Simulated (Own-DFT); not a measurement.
# A change of arrangement and its cost: As32Ga32, 64 atoms

Calculated results; nothing here was measured. They come from Own-DFT, an in-house plane-wave density functional program, since retired, whose code no person has reviewed. Each row is one single-point run on a periodic cell that was not relaxed, without spin or spin-orbit coupling.

Settings of every run: PBE; PseudoDojo norm-conserving scalar-relativistic files; cutoff 42 hartree; 3 x 3 x 3 k mesh centred on Gamma; Fermi-Dirac smearing of 0.1 eV.

Known limits, some of them of some rows only: not probed for a lower state with spin; forces on such cells failed a check on a denser k mesh; forces not confirmed at this smearing and k mesh; stress not checked against mesh or cutoff.

All cells hold the same atoms in the same cell, with vectors in Å (11.307, 0.000, 0.000); (0.000, 11.307, 0.000); (0.000, 0.000, 11.307). Every atom was moved at random from its ideal site; u is the rms move along one axis. The defect's site can differ from row to row. E is the free energy of the cell above the lowest run. The arrangements:

- A: zincblende GaAs
- B: zincblende GaAs, with one As on a Ga site and one Ga on an As site, 2.4 Å apart

| arrangement | u (Å) | E (eV) | P (GPa) |
|---|---|---|---|
| A | 0.0197 | 0.000 | 3.53 |
| A | 0.0209 | 0.003 | 3.52 |
| A | 0.0219 | 0.023 | 3.53 |
| A | 0.0491 | 2.048 | 3.97 |
| A | 0.0513 | 2.016 | 3.93 |
| A | 0.0518 | 2.263 | 3.98 |
| B | 0.0290 | 2.874 | 3.89 |
| B | 0.0301 | 3.070 | 3.94 |
| B | 0.0323 | 3.127 | 3.95 |
| B | 0.0441 | 3.541 | 4.01 |
| B | 0.0513 | 4.972 | 4.35 |
| B | 0.0528 | 4.813 | 4.34 |

Question: once the cost of the random moves is taken out, how do the arrangements rank?

## Worked answer

Fit E = a + b u², with one b for all and one a for each arrangement, and with residuals divided by u², since the noise grows with the moves. Then b = 959 eV/Å², the scatter at u = 0.04 Å is 0.17 eV, and against A:

- B: 2.51 ± 0.07 eV (higher)

These are energies of unrelaxed cells. Relaxing the atoms lowers the strained arrangements most, so the gaps would shrink and small ones could change sign.
